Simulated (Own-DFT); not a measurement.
# Misfit strain and the stress it brings: wurtzite AlGaN with randomly placed atoms, 72 atoms (Al27Ga9N36)

Calculated, not measured: single-point runs of Own-DFT, a retired in-house plane-wave DFT program that no person has reviewed, on unrelaxed cells, without spin or spin-orbit coupling.

Method: PBE; PseudoDojo norm-conserving scalar-relativistic files (stringent for Ga); cutoff 96 hartree; 4 x 4 x 3 k mesh centred on Gamma; Gaussian smearing of 0.01 eV.

Known weak points: forces on such cells passed a denser k mesh, each cell not checked; stress not checked against mesh or cutoff.

Unstrained cell vectors in Å: (9.394, 0.000, 0.000); (-4.697, 8.135, 0.000); (0.000, 0.000, 10.066). The unstrained cell has measured lattice constants (interpolated for alloys), not those of this functional. That, the random moves and any unrelaxed bonds set the pressure at no strain. Each run strains x and y alike by e, as a substrate would, and holds the height along z. Each coordinate of each atom was shifted by a normal deviate of width 0.05 Å. The random placing of the alloy's atoms differs from row to row. Stress is positive in tension.

```
e (%)  u (Å)  (s_xx + s_yy)/2 (GPa)  s_zz (GPa)
-3.00  0.047                 -26.36      -10.18
-2.75  0.050                 -25.45       -9.12
-1.50  0.050                 -15.40       -9.44
-1.00  0.051                 -12.05       -8.83
-0.75  0.055                      ?           ?
 0.50  0.056                  -2.92       -7.24
 1.25  0.050                   1.22       -6.71
 2.00  0.046                   4.40       -4.54
 2.25  0.054                   4.76       -4.73
 2.50  0.050                   5.59       -1.46
```

## What the rows give

With e as a fraction, the in-plane stress is -5.7 + 575 e - 4519 e² GPa (errors 8 and 533, scatter 0.44), and s_zz is -7.0 + 122 e GPa (slope ± 21, scatter 1.26). At e = 0 the first slope is C11 + C12 and the second 2 C13, both with the ions held to the strained lattice and at the cell's own pressure. The term in e² is negative: the layer stiffens under compression and softens under tension. A free layer would change its height as e changes, and the in-plane slope would drop by 2 C13²/C33 to the biaxial modulus. At fixed height, a misfit of 1 % moves the in-plane stress by about 5.7 GPa and s_zz by 1.2 GPa.

## Test on the hidden row

The question: what are the two stresses at e = -0.75 %?

The fitted form gives -10.2 and -7.9 GPa. The run itself gave -12.55 and -6.93 GPa. This run lies off the fit, by chance or by something that the fit leaves out.
